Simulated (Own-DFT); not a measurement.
# How strain changes the stress of bcc Nb, 36 atoms (Nb36)

Source: density functional calculations with Own-DFT, an unreviewed in-house program that is no longer used. Nothing was measured or relaxed, and spin and spin-orbit coupling are left out.

Settings: PBE; PseudoDojo norm-conserving scalar-relativistic files; cutoff 42 hartree; 4 x 4 x 5 k mesh centred on Gamma; cold (Marzari-Vanderbilt) smearing of 0.2 eV.

Known weak points: forces on such cells failed a check on a denser k mesh; stress not checked against mesh or cutoff.

Unstrained cell vectors in Å: (9.901, 0.000, 0.000); (0.000, 9.901, 0.000); (0.000, 0.000, 6.601). The unstrained cell has measured lattice constants (interpolated for alloys), not those of this functional. That, the random moves and any unrelaxed bonds set the pressure at no strain. In each run the cell takes a homogeneous strain; fractional positions stay. Each atom got a random Gaussian move of width 0.05 Å along each axis. Strain is the symmetric tensor, in per cent. Stress is positive in tension, and the pressure is minus a third of its trace.

```
run,e_xx (%),e_yy (%),e_zz (%),e_yz (%),e_xz (%),e_xy (%),s_xx (GPa),s_yy (GPa),s_zz (GPa),s_yz (GPa),s_xz (GPa),s_xy (GPa),P (GPa),E (meV/atom)
1,-0.04,1.62,-0.71,0.53,-1.18,-0.80,-1.35,0.46,-2.06,0.13,-0.30,-0.24,0.98,5.0
2,-0.73,-1.43,0.29,-1.42,0.88,0.92,-6.07,-6.83,-4.65,-0.32,0.19,0.08,5.85,10.9
3,-0.03,-1.09,1.92,-1.70,-0.28,-0.91,-1.53,-2.48,0.82,-0.41,-0.03,-0.11,1.06,4.2
4,0.27,0.58,-1.33,-0.79,0.86,0.97,-2.85,-2.49,-4.65,-0.07,0.06,0.36,3.33,2.6
5,-1.24,0.44,-0.15,-0.31,-1.04,1.25,-5.31,-3.38,-3.94,-0.21,-0.35,0.30,4.21,10.6
6,0.20,-0.22,-0.42,-1.27,0.34,1.51,-3.02,-3.38,-3.54,-0.31,0.00,0.43,3.31,6.1
7,0.61,-0.42,-1.32,-1.68,-0.22,-0.19,-3.49,-4.44,-5.44,-0.47,0.00,-0.06,4.46,5.4
8,-0.16,0.39,-1.56,-0.83,1.08,1.89,-4.59,-4.09,-6.57,-0.09,0.34,0.56,5.08,10.4
9,0.19,1.55,0.24,1.73,1.72,1.13,0.36,1.78,0.71,0.70,0.48,0.41,-0.95,0.0
10,-0.23,-1.27,-1.44,0.25,0.10,-0.36,-6.82,-8.12,-8.19,0.03,0.03,-0.02,7.71,12.9
11,-0.40,-0.52,0.02,-0.09,0.09,-0.18,-4.23,-4.27,-3.68,-0.03,0.08,0.02,4.06,7.5
12,1.60,-1.87,-0.63,0.27,-0.12,-0.97,-2.06,-5.97,-4.71,0.09,-0.06,-0.16,4.25,13.2
13,1.80,-1.74,0.39,1.33,-0.53,0.04,0.12,-3.59,-1.61,0.15,-0.25,0.00,1.69,6.8
14,0.59,-0.76,-0.13,-0.05,-1.64,1.54,-2.11,-3.73,-3.10,-0.26,-0.48,0.36,2.98,4.2
15,1.85,1.03,-0.14,-1.98,-0.89,0.97,2.74,2.18,1.06,-0.51,-0.39,0.37,-1.99,8.6
16,1.38,0.80,1.49,-0.18,-1.91,0.59,3.79,3.00,4.08,-0.12,-0.64,0.09,-3.63,3.5
17,-1.95,1.92,1.61,1.55,-1.49,-1.82,?,?,?,?,?,?,?,?
```

E is the free energy for each atom above the lowest run shown.

## Fit

Least squares on the runs shown: each stress against a constant and the strains, taken as fractions with shears doubled. Shear strains stay in the fit of a normal stress only where such slopes are resolved. The slopes, in GPa:

| stress | at no strain | per e_xx | per e_yy | per e_zz | scatter |
|---|---|---|---|---|---|
| s_xx | -2.6 | 243 ± 4 | 133 ± 3 | 134 ± 4 | 0.15 |
| s_yy | -2.6 | 135 ± 5 | 243 ± 4 | 137 ± 4 | 0.17 |
| s_zz | -2.5 | 131 ± 5 | 140 ± 4 | 255 ± 4 | 0.16 |

The slope of each shear stress on twice its own strain, from a fit on all six strains: yz 12 ± 1, xz 14 ± 1, xy 12 ± 1 GPa. These are stiffnesses along x, y and z of the frame in which the cell vectors are given, which need not be the crystal's axes. The atoms are held to the strained lattice; where symmetry lets them move under strain, relaxing them would lower some slopes. Symmetry asks for nearly equal slopes across the diagonal; the mismatch is a measure of noise. A ninth of the table's sum, 172 ± 2 GPa, estimates the bulk modulus near the mean pressure of these runs, 2.7 GPa, so it lies above the value at zero pressure.

## Test on the hidden row

Question: what normal stresses and pressure should run 17 give?

The fitted form gives s_xx = -2.6, s_yy = 1.7, s_zz = 1.8 and P = -0.3 GPa. The calculation gave -2.24, 1.38, 1.16 and P = -0.10 GPa. The miss is larger than the scatter suggests: chance, or a term that the fit lacks.
